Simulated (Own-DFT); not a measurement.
# Strain and stress in beta-Si3N4, 112 atoms (N64Si48)

Calculated results; nothing here was measured. They come from Own-DFT, an in-house plane-wave density functional program, since retired, whose code no person has reviewed. Each row is one single-point run on a periodic cell that was not relaxed, without spin or spin-orbit coupling.

Settings of every run: PBE; PseudoDojo norm-conserving scalar-relativistic files; cutoff 42 hartree; 2 x 2 x 4 k mesh centred on Gamma; Fermi-Dirac smearing of 0.1 eV.

Known limits: forces on such cells moved up to 12 meV/angstrom on a denser k mesh; stress not checked against mesh or cutoff.

Unstrained cell vectors in Å: (15.212, 0.000, 0.000); (-7.606, 13.174, 0.000); (0.000, 0.000, 5.818). The unstrained cell has measured lattice constants (interpolated for alloys), not those of this functional. That, the random moves and any unrelaxed bonds set the pressure at no strain. Each run strains this cell uniformly, with the atoms carried along. Every atom was also moved at random, by a Gaussian of width 0.05 Å on each axis. Strain is the symmetric tensor, in per cent. Stress is positive in tension, and the pressure is minus a third of its trace.

```
run  e_xx (%)  e_yy (%)  e_zz (%)  e_yz (%)  e_xz (%)  e_xy (%)  s_xx (GPa)  s_yy (GPa)  s_zz (GPa)  s_yz (GPa)  s_xz (GPa)  s_xy (GPa)  P (GPa)  E (meV/atom)
  1     -0.66     -1.79      0.17     -1.62      1.87     -0.83      -11.83      -17.78      -13.15       -5.64        6.32       -1.09    14.25          50.2
  2     -1.88      0.55      1.77      0.02     -0.29      0.58      -17.98       -3.71        0.15       -0.15       -0.54        5.17     7.18          30.1
  3     -0.93     -1.17      1.34      0.46      0.09     -1.65      -14.67      -13.72       -1.96        2.90       -0.13       -6.86    10.11          47.2
  4      0.62      0.82      1.23     -0.91      0.99     -1.10       -1.93       -2.14       -0.46       -2.52        1.82       -3.22     1.51          12.3
  5     -1.76      0.14     -0.97      0.47     -1.75     -0.58      -19.88       -8.89      -19.61       -1.30       -8.10       -1.57    16.13          61.6
  6     -0.45      0.21      0.69     -1.10     -1.70     -0.58      -10.15       -5.13       -5.24       -4.40       -5.52       -1.64     6.84          31.4
  7      0.25     -1.93     -0.04      1.35     -0.27      0.97       -9.20      -19.70      -12.48        4.37       -1.99        1.93    13.79          66.3
  8      0.69     -1.77     -0.85      1.23     -0.40     -0.37       -7.65      -15.66      -17.62        4.14       -1.06       -3.01    13.64          39.1
  9      0.01      1.61      0.17      1.72     -1.11     -1.59       -6.03        1.21       -6.64        4.95       -3.87       -6.07     3.82          22.2
 10      1.18      1.69      0.76     -0.14      0.88      0.26        2.30        4.28       -2.33        0.38        1.43        0.41    -1.42           0.0
 11     -0.09     -0.56      0.58      0.08      1.24     -1.99       -7.55      -12.74       -7.05        0.56        4.54       -8.90     9.11          43.8
 12     -0.75      0.26      0.36      1.42      1.07      1.78      -10.84       -6.77       -6.80        3.72        2.15        7.14     8.14          20.3
 13     -1.38     -1.09     -0.17      0.04      0.38      1.42      -17.51      -15.41      -13.28       -0.50        1.42        4.21    15.40          44.6
 14      1.08      0.03      0.56      1.41     -1.96      0.99        0.81       -5.04       -8.05        3.92       -5.65        4.01     4.09          30.8
 15     -1.76      0.43      1.81      0.75      0.59     -0.66           ?           ?           ?           ?           ?           ?        ?             ?
```

E is the free energy for each atom above the lowest run shown.

## Worked fit

Each stress component was fitted by least squares to a constant and the strains of the runs shown, as fractions, with shears doubled. Shear strains stay in the fit of a normal stress only where such slopes are resolved. The slopes, in GPa:

```
stress  at no strain  per e_xx  per e_yy  per e_zz  scatter
  s_xx          -7.7  634 ± 30  113 ± 27   96 ± 42     1.08
  s_yy          -7.4   90 ± 36  572 ± 32   67 ± 49     1.27
  s_zz         -10.6   68 ± 34  114 ± 30  705 ± 46     1.20
```

Each shear stress against twice its own strain: yz 173 ± 9, xz 154 ± 14, xy 198 ± 15 GPa. These are stiffnesses along x, y and z of the frame in which the cell vectors are given, which need not be the crystal's axes. The atoms are held to the strained lattice; where symmetry lets them move under strain, relaxing them would lower some slopes. The table should be nearly symmetric about its diagonal, and what it lacks of that shows the noise. A ninth of its sum, 273 ± 6 GPa, estimates the bulk modulus near the mean pressure of these runs, 8.8 GPa, so it lies above the value at zero pressure.

## Withheld run

Question: what normal stresses and pressure should run 15 give?

The fit gives s_xx = -16.7, s_yy = -5.4, s_zz = 1.5 and P = 6.8 GPa. The calculation gave -15.22, -5.39, 0.20 and P = 6.80 GPa.
